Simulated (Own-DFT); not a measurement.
Si3N4 (beta silicon nitride, atoms displaced) (calculated)

A calculation, not a measurement: plane-wave PBE density functional theory by an unreviewed code, no spin, of a simulated periodic cell, stress positive in tension, free energy of the whole cell less one offset for each atom, forces on such cells moved up to 12 meV/angstrom on a denser k mesh; offsets are fitted by least squares, one for each functional and potential file, so energies compare only between cells with the same atoms and settings and are not formation energies; the far tail of each file's local potential was reset to the Coulomb form; each entry is a single point on an unrelaxed cell, so the pressure reflects the starting lattice, mostly measured values (interpolated for alloys), from which strain is counted, and rises with the displacements; printed positions are rounded, which can move forces by about a meV/angstrom; the program, named Own-DFT, is a retired in-house code; no spin-orbit coupling; before rounding, a Quantum ESPRESSO 7.3.1 run of the same cell and cutoff gave forces within 1 meV/angstrom rms on each cell, which checks the program and not the settings. Program: Own-DFT development build.

Settings shared by all entries: functional PBE; potential files PseudoDojo norm-conserving, scalar-relativistic, standard set; wave cutoff 42 hartree; occupations Fermi-Dirac; smearing width 0.1 eV; k mesh 2 x 2 x 4 centred on Gamma.

(1) Si3N4 (beta silicon nitride, atoms displaced)

```
Si3N4
1.0
     15.2120     0.0000     0.0000
     -7.6060    13.1740     0.0000
      0.0000     0.0000     5.8180
Si N Si N Si N Si N Si N Si N Si N Si N
6 8 6 8 6 8 6 8 6 8 6 8 6 8 6 8
Direct
  0.09476 0.39045 0.11781
  0.11539 0.19695 0.13357
  0.29320 0.41377 0.11423
  0.41529 0.12349 0.35732
  0.38391 0.29686 0.37905
  0.20548 0.08863 0.37778
  0.15764 0.01234 0.12360
  0.48205 0.15547 0.14068
  0.34744 0.33637 0.11430
  0.33625 0.48355 0.37556
  0.01379 0.34500 0.37630
  0.14060 0.16461 0.36256
  0.16614 0.33566 0.12418
  0.33512 0.16583 0.37735
  0.08538 0.38826 0.62219
  0.11048 0.19600 0.63836
  0.29588 0.41244 0.62473
  0.41067 0.11375 0.87496
  0.38451 0.29739 0.88352
  0.20388 0.08874 0.87236
  0.16404 0.01971 0.60737
  0.48231 0.14975 0.62252
  0.34501 0.33619 0.60694
  0.33597 0.48544 0.86543
  0.00937 0.35232 0.86566
  0.14970 0.16695 0.87394
  0.16296 0.33125 0.62465
  0.33297 0.16146 0.86695
  0.08686 0.88644 0.11815
  0.10962 0.69781 0.12741
  0.30126 0.91545 0.12870
  0.41322 0.61464 0.37900
  0.38503 0.80227 0.38479
  0.19976 0.58726 0.36727
  0.16225 0.50866 0.11973
  0.48617 0.64925 0.11971
  0.34741 0.83201 0.13379
  0.33421 0.97998 0.36892
  0.02014 0.85333 0.38328
  0.15321 0.66932 0.36855
  0.16630 0.83458 0.13242
  0.33634 0.66788 0.37614
  0.08434 0.88937 0.61683
  0.11175 0.70201 0.60225
  0.29826 0.91660 0.62896
  0.41601 0.61490 0.87745
  0.38143 0.79469 0.88749
  0.20594 0.59089 0.88360
  0.16790 0.51729 0.62427
  0.48434 0.64973 0.64435
  0.35021 0.83126 0.61911
  0.33565 0.98423 0.86550
  0.01843 0.84272 0.86958
  0.15123 0.66568 0.87018
  0.16650 0.83224 0.63085
  0.33340 0.66761 0.87803
  0.59025 0.38132 0.13860
  0.62397 0.20622 0.12149
  0.79730 0.41486 0.12497
  0.91182 0.11542 0.37583
  0.88591 0.29491 0.37391
  0.70026 0.08298 0.37155
  0.66676 0.01791 0.12314
  0.98547 0.15444 0.11758
  0.85250 0.33590 0.13109
  0.83439 0.48330 0.39075
  0.51775 0.35071 0.37979
  0.65103 0.16892 0.39154
  0.66643 0.33102 0.13030
  0.83172 0.16629 0.35574
  0.58354 0.38109 0.61452
  0.61461 0.20099 0.63037
  0.80036 0.41319 0.62209
  0.90969 0.11469 0.87114
  0.88216 0.29621 0.88030
  0.70149 0.08978 0.86619
  0.66600 0.01240 0.61482
  0.98805 0.15575 0.62406
  0.84680 0.33543 0.62929
  0.82637 0.48515 0.88388
  0.51048 0.34510 0.88237
  0.65528 0.16705 0.87026
  0.67060 0.33186 0.61470
  0.83643 0.16686 0.86509
  0.58208 0.88428 0.13127
  0.61292 0.69765 0.11647
  0.79427 0.90386 0.13374
  0.91525 0.61452 0.37614
  0.88444 0.79796 0.36647
  0.70020 0.58774 0.37030
  0.66899 0.51750 0.12552
  0.98372 0.65171 0.11949
  0.84594 0.82835 0.11987
  0.83655 0.98611 0.36320
  0.51447 0.85466 0.37599
  0.65069 0.66675 0.37375
  0.67015 0.83184 0.13245
  0.83786 0.67698 0.36026
  0.58364 0.88361 0.63109
  0.60968 0.69691 0.62441
  0.79880 0.91244 0.63072
  0.91386 0.62054 0.86750
  0.88126 0.79228 0.85983
  0.69789 0.58366 0.84594
  0.66222 0.51447 0.61679
  0.98716 0.64973 0.63482
  0.84594 0.83297 0.63771
  0.83925 0.98801 0.86913
  0.51650 0.84044 0.87637
  0.64285 0.65447 0.85108
  0.65613 0.82639 0.64629
  0.83537 0.66712 0.87246
```

* free energy of cell above offsets: -9.107 eV
* pressure: 8.15 GPa
* stress xx: -7.83 GPa
* stress yy: -7.25 GPa
* stress zz: -9.36 GPa
* stress yz: 0.09 GPa
* stress xz: 0.09 GPa
* stress xy: 1.05 GPa

Force:
```tsv
element	x (eV/Å)	y (eV/Å)	z (eV/Å)
Si	-3.509	-7.176	0.077
Si	-4.947	3.886	-5.43
Si	0.621	0.215	1.275
Si	-0.391	-4.57	6.762
Si	-0.73	0.782	-1.839
Si	-1.985	1.146	-3.415
N	0.706	3.174	-0.53
N	4.85	1.5	-7.359
N	0.943	-0.811	2.017
N	-0.032	0.75	-1.119
N	0.552	1.421	-1.277
N	5.579	-2.944	6.823
N	1.247	-1.747	-0.242
N	-2.569	1.414	-0.302
Si	1.027	-1.611	0.346
Si	-0.327	3.798	-3.338
Si	-2.582	-0.419	-1.105
Si	1.544	0.736	-0.236
Si	-1.2	-0.94	-2.49
Si	-0.778	-0.894	0.037
N	-0.022	-1.225	3.958
N	0.699	0.231	0.432
N	2.99	-1.882	2.711
N	-0.011	0.271	1.184
N	2.382	1.313	1.341
N	2.267	-1.492	1.482
N	0.613	0.461	0.406
N	-1.998	1.988	0.563
Si	1.483	-2.098	1.045
Si	1.545	3.255	-2.896
Si	-1.921	-2.747	-1.655
Si	-0.398	-0.036	0.261
Si	1.65	-2.865	-2.311
Si	2.525	-0.188	1.404
N	0.244	7.057	0.762
N	-0.378	-0.427	1.87
N	0.007	0.835	-1.023
N	0.075	4.07	1.7
N	-3.503	-1.44	-3.787
N	0.024	-1.323	-0.631
N	0.519	-0.506	-0.346
N	-1.213	0.021	-0.301
Si	3.99	-0.631	2.669
Si	2.424	2.138	4.243
Si	0.002	-3.582	-2.569
Si	-3.039	-0.328	0.871
Si	0.66	0.308	-1.675
Si	-0.648	-0.992	-2.128
N	-0.391	0.645	-0.215
N	-0.353	-0.445	-4.251
N	-2.243	2.056	4.426
N	0.414	0.945	2.961
N	-2.828	0.193	-0.182
N	-1.073	0.086	0.283
N	-0.728	1.348	-0.508
N	1.439	-0.993	0.445
Si	-1.465	1.626	-2.661
Si	-1.387	-1.556	2.277
Si	0.849	-0.676	1.131
Si	0.799	1.345	-1.316
Si	-0.878	0.649	1.14
Si	0.042	2.485	0.183
N	-0.883	-1.482	-1.516
N	-0.055	-0.746	0.636
N	-1.651	0.536	-0.392
N	0.073	2.324	-3.431
N	-2.597	-1.337	-1.869
N	1.657	-1.867	-3.435
N	0.755	0.984	-0.429
N	-0.099	-0.986	0.97
Si	2.875	0.16	4.365
Si	-1.556	1.436	-0.606
Si	-1.58	-0.833	3.109
Si	2.235	1.193	0.494
Si	0.085	0.248	-1.044
Si	3.857	-1.904	0.204
N	-0.569	0.542	1.888
N	-2.673	-2.226	-0.006
N	2.415	-1.496	-0.413
N	1.021	1.154	-1.707
N	2.463	1.511	-0.612
N	-2.252	0.758	1.233
N	-2.696	0.549	0.727
N	-3.313	-0.02	-0.071
Si	3.106	0.224	-1.138
Si	1.182	1.505	-0.139
Si	0.174	3.409	-1.926
Si	-2.107	0.83	-0.066
Si	0.485	2.587	1.549
Si	1.639	1.265	-0.762
N	-0.432	-1.503	-1.451
N	-0.465	-0.986	1.146
N	0.792	0.383	-0.712
N	0.218	-1.686	2.099
N	0.059	-0.143	0.676
N	-0.699	-0.439	-0.485
N	-3.065	-1.37	-0.037
N	1.121	-5.923	1.03
Si	1.382	-0.533	-0.824
Si	0.046	2.344	-1.369
Si	-2.813	0.249	-0.794
Si	-0.157	-2.198	1.857
Si	1.669	1.041	2.968
Si	2.53	0.946	5.128
N	0.259	-2.075	-2.217
N	-1.293	-0.991	-2.812
N	0.552	0.037	-3.603
N	-0.261	-2.559	1.229
N	-2.881	0.506	1.353
N	-0.303	0.847	3.323
N	2.791	1.512	-1.096
N	-2.221	-1.378	-0.967
```

(2) Si3N4 (beta silicon nitride, atoms displaced)

```
Si3N4
1.0
     15.2120     0.0000     0.0000
     -7.6060    13.1740     0.0000
      0.0000     0.0000     5.8180
Si N Si N Si N Si N Si N Si N Si N Si N
6 8 6 8 6 8 6 8 6 8 6 8 6 8 6 8
Direct
  0.09191 0.38571 0.12228
  0.11983 0.19942 0.13551
  0.29428 0.40721 0.12112
  0.40594 0.11178 0.38061
  0.38798 0.30400 0.37023
  0.20273 0.08341 0.39431
  0.16382 0.01326 0.12465
  0.48843 0.15757 0.13238
  0.34736 0.32712 0.12446
  0.33657 0.48562 0.37748
  0.00677 0.34509 0.37647
  0.15095 0.16524 0.37671
  0.16753 0.33184 0.12894
  0.32229 0.16161 0.37305
  0.08038 0.38691 0.62363
  0.11543 0.19709 0.62987
  0.29847 0.41612 0.64459
  0.41021 0.11168 0.88869
  0.38430 0.30025 0.88132
  0.20200 0.08735 0.86024
  0.16909 0.01593 0.63042
  0.48039 0.14890 0.61531
  0.35059 0.33416 0.63034
  0.33699 0.48496 0.86910
  0.01656 0.34968 0.86760
  0.15150 0.16502 0.88058
  0.16309 0.33444 0.64871
  0.33567 0.16296 0.87511
  0.08532 0.88674 0.12607
  0.11893 0.70238 0.13347
  0.29898 0.90825 0.09947
  0.41777 0.60911 0.38367
  0.38499 0.79850 0.37023
  0.19880 0.58574 0.38049
  0.17086 0.51909 0.11021
  0.48897 0.65150 0.13194
  0.35071 0.83648 0.12018
  0.33471 0.97911 0.36576
  0.01121 0.84620 0.37430
  0.15258 0.66676 0.38159
  0.16255 0.83121 0.12104
  0.34234 0.67258 0.37755
  0.08798 0.87787 0.62224
  0.10856 0.69302 0.62982
  0.30082 0.91278 0.62102
  0.41956 0.61870 0.87829
  0.38510 0.79910 0.87069
  0.20043 0.58815 0.88888
  0.16884 0.51410 0.63211
  0.48889 0.66177 0.62719
  0.34681 0.83552 0.61968
  0.33425 0.98994 0.86488
  0.00969 0.85166 0.89027
  0.15509 0.66952 0.87370
  0.17346 0.83439 0.63721
  0.33531 0.66290 0.88886
  0.58286 0.38045 0.13029
  0.61237 0.19335 0.13402
  0.79425 0.41066 0.12487
  0.91667 0.11720 0.37697
  0.88243 0.29794 0.37929
  0.70512 0.08586 0.36776
  0.66691 0.02043 0.11853
  0.98769 0.15282 0.12234
  0.85689 0.33720 0.11470
  0.83460 0.48867 0.38477
  0.51409 0.34957 0.38249
  0.64371 0.16378 0.37520
  0.66837 0.33294 0.12599
  0.83243 0.16961 0.37233
  0.58771 0.38399 0.62441
  0.61820 0.20542 0.61932
  0.80403 0.41792 0.61903
  0.91116 0.11102 0.87369
  0.89136 0.29629 0.87210
  0.69844 0.08467 0.85734
  0.67220 0.01779 0.62142
  0.98232 0.15073 0.61198
  0.84892 0.33496 0.62051
  0.83238 0.49022 0.88118
  0.51494 0.35414 0.86244
  0.65319 0.16431 0.87326
  0.66036 0.33143 0.61851
  0.83936 0.16801 0.87238
  0.58695 0.89568 0.12915
  0.61005 0.69967 0.12396
  0.79121 0.90708 0.12872
  0.90729 0.61136 0.37326
  0.88691 0.79422 0.36849
  0.69936 0.58527 0.39476
  0.66759 0.51964 0.13180
  0.98529 0.65388 0.12527
  0.85227 0.83392 0.13527
  0.83675 0.98203 0.36296
  0.51405 0.85002 0.37494
  0.65755 0.67183 0.36786
  0.67318 0.83792 0.12042
  0.83758 0.67339 0.38620
  0.58633 0.88203 0.61157
  0.61786 0.70580 0.60689
  0.79766 0.91102 0.62241
  0.90651 0.60422 0.86313
  0.88509 0.79973 0.87851
  0.70350 0.59113 0.88157
  0.66465 0.51626 0.62893
  0.97767 0.65461 0.63682
  0.85496 0.83250 0.62998
  0.83673 0.98385 0.87853
  0.51025 0.84687 0.87466
  0.65529 0.67179 0.86843
  0.66703 0.83307 0.61523
  0.82769 0.66344 0.88842
```

- free energy of cell above offsets: -7.807 eV
- pressure: 8.14 GPa
- stress xx: -7.59 GPa
- stress yy: -8.4 GPa
- stress zz: -8.42 GPa
- stress yz: 0.75 GPa
- stress xz: -0.6 GPa
- stress xy: -1.49 GPa

Force:
```tsv
element	x (eV/Å)	y (eV/Å)	z (eV/Å)
Si	-1.555	-1.041	0.215
Si	-2.636	0.5	-1.589
Si	0.722	1.92	0.925
Si	-0.305	0.279	-0.975
Si	-0.316	-3.749	2.901
Si	-2.196	-0.62	-4.696
N	-0.183	1.712	0.401
N	-1.817	-1.751	-0.392
N	-2.423	2.316	0.423
N	0.281	-2.538	-0.198
N	3.699	2.638	-0.934
N	0.947	-0.983	1.981
N	-0.132	-0.202	0.413
N	4.469	3.712	0.017
Si	3.451	-1.101	-1.062
Si	-2.219	2.799	-0.296
Si	-1.207	-3.802	-4.833
Si	1.481	3.719	-1.95
Si	2.504	-3.108	-2.713
Si	2.12	0.13	4.831
N	-0.784	-3.634	-0.444
N	1.706	0.431	2.604
N	-1.208	0.925	-0.764
N	0.835	2.282	4.349
N	0.444	0.926	2.267
N	-0.066	-0.125	-0.62
N	1.026	-0.438	-1.153
N	-2.74	2.156	0.183
Si	0.585	-1.136	0.24
Si	-3.142	1.115	-1.407
Si	-4.325	1.807	2.597
Si	-2.866	3.186	-0.699
Si	-0.61	-0.7	0.655
Si	3.816	1.012	-0.097
N	-0.787	-3.684	5.734
N	-2.399	-1.861	-0.166
N	1.774	-1.248	-0.397
N	0.014	0.843	-0.849
N	3.584	1.883	0.887
N	-0.33	-0.841	0.05
N	1.84	0.518	0.078
N	-1.379	-2.871	0.09
Si	-1.439	0.357	1.447
Si	-1.063	3.441	0.294
Si	-1.937	1.527	-0.951
Si	-1.712	-0.254	0.203
Si	-0.769	-2.735	-0.466
Si	2.76	2.417	-4.912
N	-1.199	1.043	-0.733
N	0.794	-1.316	-0.066
N	3.061	-1.502	0.521
N	0.81	-4.007	0.468
N	3.223	0.997	-2.635
N	-0.316	-0.868	1.105
N	-2.127	-2.267	-0.545
N	-1.496	1.431	-0.588
Si	1.469	1.701	-1.584
Si	-0.863	3.265	-3.174
Si	1.249	0.256	-0.051
Si	-2.224	-1.37	-3.151
Si	-0.926	-1.04	-2.296
Si	-0.595	2.286	0.874
N	-0.385	-0.171	-0.429
N	0.371	-0.172	0.009
N	-1.909	1.035	1.039
N	0.169	-2.747	-2.226
N	-0.132	0.274	-1.368
N	3.929	-2.118	1.303
N	-1.11	-1.357	-0.019
N	0.901	-1.211	0.032
Si	-0.684	0.974	0.388
Si	-2.519	-1.105	1.548
Si	-2.593	-2.245	2.528
Si	0.877	1.218	0.029
Si	-2.674	-0.78	0.13
Si	3.062	2.562	2.326
N	-0.772	-2.944	-2.01
N	2.429	0.322	3.562
N	0.086	0.419	1.547
N	-0.03	-8.659	-0.732
N	-0.168	-0.156	2.982
N	-2.125	0.81	-0.254
N	3.648	1.526	0.272
N	-2.222	-1.167	-0.211
Si	2.053	-3.798	-1.708
Si	4.71	3.398	-1.342
Si	5.239	2.501	-0.994
Si	0.114	5.014	-0.797
Si	-2.381	2.073	1.825
Si	1.892	2.508	-3.498
N	-0.715	-2.414	0.681
N	0.529	-1.677	-0.034
N	-1.653	0.815	-1.472
N	-0.418	1.725	2.272
N	0.159	1.205	-1.161
N	-1.09	-0.779	0.203
N	-6.835	-3.664	0.014
N	-0.449	-5.89	0.045
Si	0.711	0.451	2.783
Si	1.104	-0.05	2.551
Si	1.643	0.139	-0.013
Si	-1.688	9.228	4.403
Si	-0.701	-2.603	1.085
Si	-0.449	-0.757	0.279
N	-0.218	-1.36	1.556
N	3.461	0.041	-3.096
N	-2.618	1.556	-1.702
N	-0.263	-1.277	-0.716
N	2.773	2.348	-0.311
N	-1.768	-0.274	-0.093
N	-0.538	1.132	0.033
N	2.875	1.363	-0.606
```
